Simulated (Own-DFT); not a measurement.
# PBE and PBEsol under strain: C40 NbSi2, 36 atoms (Nb12Si24)

No measurement is shown. These are fixed-geometry runs of a retired plane-wave code named Own-DFT, which no person has reviewed; spin and spin-orbit coupling are neglected.

Limits: forces on such cells failed a check on a denser k mesh; stress not checked against mesh or cutoff.

Each geometry was run with PBE and with PBEsol, otherwise alike: PseudoDojo norm-conserving scalar-relativistic files made for PBE; cutoff 42 hartree; 4 x 4 x 5 k mesh centred on Gamma; cold (Marzari-Vanderbilt) smearing of 0.2 eV. Unstrained cell vectors in Å: (0.000, 8.324, 0.000); (-9.613, 0.000, 0.000); (0.000, 0.000, 6.586). Each has a uniform strain, of which the change of volume is shown, and random moves of rms u per axis.

| run | volume change (%) | u (Å) | P with PBE (GPa) | P with PBEsol (GPa) |
|---|---|---|---|---|
| 1 | -3.36 | 0.0493 | 9.88 | 6.07 |
| 2 | 1.40 | 0.0571 | 0.20 | -3.40 |
| 3 | -0.67 | 0.0510 | 4.88 | 1.19 |
| 4 | -2.47 | 0.0502 | 7.80 | 4.04 |
| 5 | -0.78 | 0.0505 | 4.15 | 0.46 |
| 6 | 2.61 | 0.0551 | -1.56 | -5.11 |
| 7 | -3.58 | 0.0409 | 9.72 | 5.91 |
| 8 | -4.76 | 0.0510 | 13.10 | 9.21 |
| 9 | -3.55 | 0.0521 | 9.84 | 6.01 |
| 10 | -0.05 | 0.0474 | 2.94 | -0.72 |
| 11 | 0.00 | 0.0515 | 3.37 | ? |

The question: by how much does PBEsol shrink this cell, and what belongs in the blank?

## Solution

Write v for the change of volume as a fraction. Fitted to v and u², the PBE pressure has a slope of -201 ± 7 GPa in v, with the ions held to the strained lattice. The difference PBEsol less PBE is -3.66 + 4.5 v GPa (slope ± 0.1) and averages -3.73 GPa. Divided by the mean slope of the two, 199 GPa, that makes PBEsol's volume at a given pressure, near 4 GPa, about 1.9 % smaller, or 0.63 % in lengths. At one volume PBEsol's slope is the smaller by 5 GPa, but its pressure there is lower too. If stiffness rises by about 4 GPa for each GPa, PBEsol at equal pressure is stiffer by about 10 GPa. Files made for PBEsol would give a different shift.

For run 11 the line gives -0.29 GPa. The run itself gave -0.29 GPa.
